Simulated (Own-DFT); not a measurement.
# Response to strain: 4H SiC, 72 atoms (C36Si36)

Calculated results; nothing here was measured. The program, named Own-DFT, is a retired in-house plane-wave density functional code that no person has reviewed. Each row is one single-point run on a periodic cell that was not relaxed, without spin or spin-orbit coupling.

Settings of every run: PBE; PseudoDojo norm-conserving scalar-relativistic files; cutoff 42 hartree; 4 x 4 x 3 k mesh centred on Gamma; Fermi-Dirac smearing of 0.1 eV.

Known limits: forces on such cells passed a denser k mesh, each cell not checked; stress not checked against mesh or cutoff.

Unstrained cell vectors in Å: (9.248, 0.000, 0.000); (-4.624, 8.009, 0.000); (0.000, 0.000, 10.068). The unstrained cell has measured lattice constants (interpolated for alloys), not those of this functional. That, the random moves and any unrelaxed bonds set the pressure at no strain. Each run strains this cell uniformly, with the atoms carried along. Every atom was also moved at random, by a Gaussian of width 0.05 Å on each axis. Strain is the symmetric tensor, in per cent. Stress is positive in tension, and the pressure is minus a third of its trace.

| run | e_xx (%) | e_yy (%) | e_zz (%) | e_yz (%) | e_xz (%) | e_xy (%) | s_xx (GPa) | s_yy (GPa) | s_zz (GPa) | s_yz (GPa) | s_xz (GPa) | s_xy (GPa) | P (GPa) | E (meV/atom) |
|---|---|---|---|---|---|---|---|---|---|---|---|---|---|---|
| 1 | -0.12 | 0.91 | 0.42 | -0.85 | 0.40 | -0.09 | -4.57 | -1.32 | -1.43 | -1.77 | 1.23 | 0.47 | 2.44 | 3.8 |
| 2 | -0.53 | 0.03 | 1.03 | -0.57 | -1.68 | 1.14 | -6.74 | -6.47 | 0.04 | -1.81 | -4.71 | 3.62 | 4.39 | 25.1 |
| 3 | 0.10 | -1.44 | 1.36 | -1.39 | 1.37 | 1.91 | -5.19 | -13.16 | 1.35 | -4.97 | 4.30 | 8.01 | 5.67 | 35.5 |
| 4 | 1.00 | 1.59 | -0.34 | 0.56 | 0.11 | 0.06 | 1.96 | 4.60 | -7.34 | 1.19 | 0.77 | 0.36 | 0.26 | 6.7 |
| 5 | -0.41 | 0.30 | 1.60 | -0.95 | 0.04 | 1.51 | -5.76 | -2.31 | 1.84 | -2.83 | -0.16 | 7.68 | 2.08 | 5.4 |
| 6 | -0.51 | -0.10 | 0.28 | -1.64 | -0.27 | 1.81 | -8.71 | -6.18 | -4.34 | -5.32 | -0.72 | 9.57 | 6.41 | 27.6 |
| 7 | -0.77 | -0.83 | 1.86 | 0.40 | -0.64 | -0.68 | -8.72 | -7.58 | 2.06 | 2.08 | -0.81 | -3.11 | 4.75 | 14.5 |
| 8 | 1.01 | 1.62 | 1.07 | 1.08 | -1.08 | 0.80 | 2.15 | 4.88 | 1.92 | 3.27 | -3.01 | 3.87 | -2.99 | 0.0 |
| 9 | -1.35 | 0.22 | -0.42 | 1.36 | 0.54 | 0.09 | -13.26 | -4.21 | -9.61 | 4.52 | 1.55 | 0.65 | 9.03 | 23.9 |
| 10 | 1.41 | -0.85 | -1.23 | 0.85 | 0.74 | 0.66 | 0.86 | -9.82 | -12.57 | 3.27 | 1.97 | 3.07 | 7.18 | 32.4 |
| 11 | -0.79 | 1.88 | -0.85 | -1.59 | 0.78 | 0.68 | -7.44 | 2.90 | -8.66 | -6.15 | 3.07 | 2.85 | 4.40 | 13.9 |
| 12 | 0.75 | -1.51 | -1.99 | 0.17 | -0.36 | -1.34 | -1.78 | -17.08 | -19.15 | 1.33 | -1.28 | -5.33 | 12.67 | 49.2 |
| 13 | -1.76 | 0.64 | -0.12 | 1.33 | 1.33 | 1.05 | -14.38 | -2.79 | -7.71 | 4.60 | 3.92 | 4.37 | 8.29 | 23.7 |
| 14 | 1.17 | -1.28 | 0.02 | -1.71 | 1.71 | 1.30 | 0.42 | -13.62 | -6.71 | -7.75 | 5.95 | 5.75 | 6.63 | 46.1 |
| 15 | -0.71 | -0.10 | 1.27 | 0.04 | 1.54 | -1.06 | -7.61 | -6.38 | 1.82 | -0.41 | 4.80 | -4.58 | 4.06 | 2.3 |
| 16 | -0.66 | 0.22 | 0.13 | -0.34 | -1.67 | -1.21 | -7.93 | -5.15 | -5.15 | -1.48 | -5.27 | -6.51 | 6.08 | 21.9 |
| 17 | -0.11 | -1.43 | 1.86 | 0.75 | -0.42 | 1.28 | ? | ? | ? | ? | ? | ? | ? | ? |

E is the free energy for each atom above the lowest run shown.

## Worked fit

Each stress component was fitted by least squares to a constant and the strains of the runs shown, as fractions, with shears doubled. Shear strains stay in the fit of a normal stress only where such slopes are resolved. The slopes, in GPa:

| stress | at no strain | per e_xx | per e_yy | per e_zz | scatter |
|---|---|---|---|---|---|
| s_xx | -4.9 | 550 ± 20 | 82 ± 17 | 45 ± 17 | 0.68 |
| s_yy | -5.9 | 45 ± 33 | 577 ± 28 | 96 ± 28 | 1.13 |
| s_zz | -6.1 | 51 ± 30 | 94 ± 25 | 570 ± 26 | 1.03 |

Each shear stress against twice its own strain: yz 177 ± 11, xz 154 ± 6, xy 223 ± 13 GPa. These are stiffnesses along x, y and z of the frame in which the cell vectors are given, which need not be the crystal's axes. The atoms are held to the strained lattice; where symmetry lets them move under strain, relaxing them would lower some slopes. The table should be nearly symmetric about its diagonal, and what it lacks of that shows the noise. A ninth of its sum, 234 ± 6 GPa, estimates the bulk modulus near the mean pressure of these runs, 5.1 GPa, so it lies above the value at zero pressure.

## Withheld run

Question: what normal stresses and pressure should run 17 give?

The fit gives s_xx = -5.8, s_yy = -12.4, s_zz = 3.1 and P = 5.0 GPa. The calculation gave -6.94, -11.97, 4.92 and P = 4.66 GPa.
